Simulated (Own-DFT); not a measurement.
# Which defects push the lattice out? zincblende GaAs

Everything here is calculated. The program is Own-DFT (plane waves, in-house, since retired, never reviewed by a person); positions were held fixed, and spin and spin-orbit coupling were off.

Method: PBE; PseudoDojo norm-conserving scalar-relativistic files; cutoff 42 hartree; 3 x 3 x 3 k mesh centred on Gamma; Fermi-Dirac smearing of 0.1 eV.

Caveats (not all hold for every row): not probed for a lower state with spin; forces not confirmed at this smearing and k mesh; stress not checked against mesh or cutoff.

All runs share one cell, with vectors in Å (10.862, 0.000, 0.000); (0.000, 10.862, 0.000); (0.000, 0.000, 11.796) and a volume of 1391.7 Å³, strained against the parent crystal. The atoms are randomly displaced, by u rms on each axis. The defect's site can differ from row to row.

```
cell,formula,u (Å),P (GPa)
no defect,As32Ga32,0.0289,6.66
no defect,As32Ga32,0.0500,7.08
no defect,As32Ga32,0.0509,7.05
one In on a Ga site,As32Ga31In,0.0288,7.44
one In on a Ga site,As32Ga31In,0.0301,7.46
one In on a Ga site,As32Ga31In,0.0305,?
one In on a Ga site,As32Ga31In,0.0309,7.50
one As vacancy and one Ga vacancy,As31Ga31,0.0300,6.00
one As vacancy and one Ga vacancy,As31Ga31,0.0318,6.03
one As vacancy and one Ga vacancy,As31Ga31,0.0514,6.29
one P on an As site,As31Ga32P,0.0273,6.31
one P on an As site,As31Ga32P,0.0305,6.36
one P on an As site,As31Ga32P,0.0489,6.67
one Al on a Ga site,AlAs32Ga31,0.0289,6.61
one Al on a Ga site,AlAs32Ga31,0.0304,6.67
one Al on a Ga site,AlAs32Ga31,0.0467,6.97
```

## Analysis

P = P0 + c u² + a shift for each defect gives P0 = 6.50 GPa, c = 215 ± 13 GPa/Å² and a scatter of 0.03 GPa. The shifts, and each times the cell's volume:

- one In on a Ga site: 0.77 ± 0.03 GPa, 6.7 eV
- one Al on a Ga site: -0.04 ± 0.03 GPa, -0.4 eV (not resolved)
- one P on an As site: -0.35 ± 0.03 GPa, -3.0 eV
- one As vacancy and one Ga vacancy: -0.73 ± 0.03 GPa, -6.3 eV

Positive is outwards. The product with the volume (160.2 GPa Å³ to the eV) is nearly free of the cell's size; divided by the bulk modulus at the cell's pressure it gives the volume that the defect adds. The atoms around the defects weren't relaxed, which would change these numbers.

## Prediction

The question: what pressure belongs in the blank (one In on a Ga site, u = 0.0305 Å)?

Estimate: 7.47 ± 0.04 GPa. The hidden result is 7.47 GPa.
